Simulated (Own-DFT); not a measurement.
# Which defects push the lattice out? L1_0 TiAl

Everything here is calculated. The program is Own-DFT (plane waves, in-house, since retired, never reviewed by a person); positions were held fixed, and spin and spin-orbit coupling were off.

All runs used: PBE; PseudoDojo norm-conserving scalar-relativistic files; cutoff 42 hartree; 4 x 4 x 4 k mesh centred on Gamma; cold (Marzari-Vanderbilt) smearing of 0.2 eV.

Known weak points: forces on such cells failed a check on a denser k mesh; stress not checked against mesh or cutoff.

All runs share one cell, with vectors in Å (5.622, 5.622, 0.000); (-5.622, 5.622, 0.000); (0.000, 0.000, 8.133) and a volume of 514.0 Å³. u is the rms random offset of the atoms per axis. The defect's site can differ from row to row.

| cell | formula | u (Å) | P (GPa) |
|---|---|---|---|
| no defect | Al16Ti16 | 0.0199 | 1.18 |
| no defect | Al16Ti16 | 0.0502 | 1.72 |
| no defect | Al16Ti16 | 0.0517 | 1.82 |
| one Ti vacancy | Al16Ti15 | 0.0275 | 0.49 |
| one Ti vacancy | Al16Ti15 | 0.0280 | 0.50 |
| one Ti vacancy | Al16Ti15 | 0.0318 | 0.55 |
| two Al vacancies | Al14Ti16 | 0.0291 | -0.58 |
| two Al vacancies | Al14Ti16 | 0.0328 | ? |
| two Al vacancies | Al14Ti16 | 0.0483 | -0.28 |
| two Al vacancies | Al14Ti16 | 0.0538 | -0.07 |

## Fit

P = P0 + c u² + a shift for each defect gives P0 = 1.09 GPa, c = 258 ± 15 GPa/Å² and a scatter of 0.03 GPa. The shifts, and each times the cell's volume:

- one Ti vacancy: -0.80 ± 0.03 GPa, -2.6 eV
- two Al vacancies: -1.92 ± 0.03 GPa, -6.2 eV (-3.1 eV for each of its 2 sites)

Against the defect-free cell, a freed cell would be larger where the shift is positive and smaller where it is negative (160.2 GPa Å³ is 1 eV). The atoms around the defects weren't relaxed, which would change these numbers.

## Withheld run

The question: what pressure belongs in the blank (two Al vacancies, u = 0.0328 Å)?

From the fit: -0.56 ± 0.04 GPa. The calculation gave -0.65 GPa.
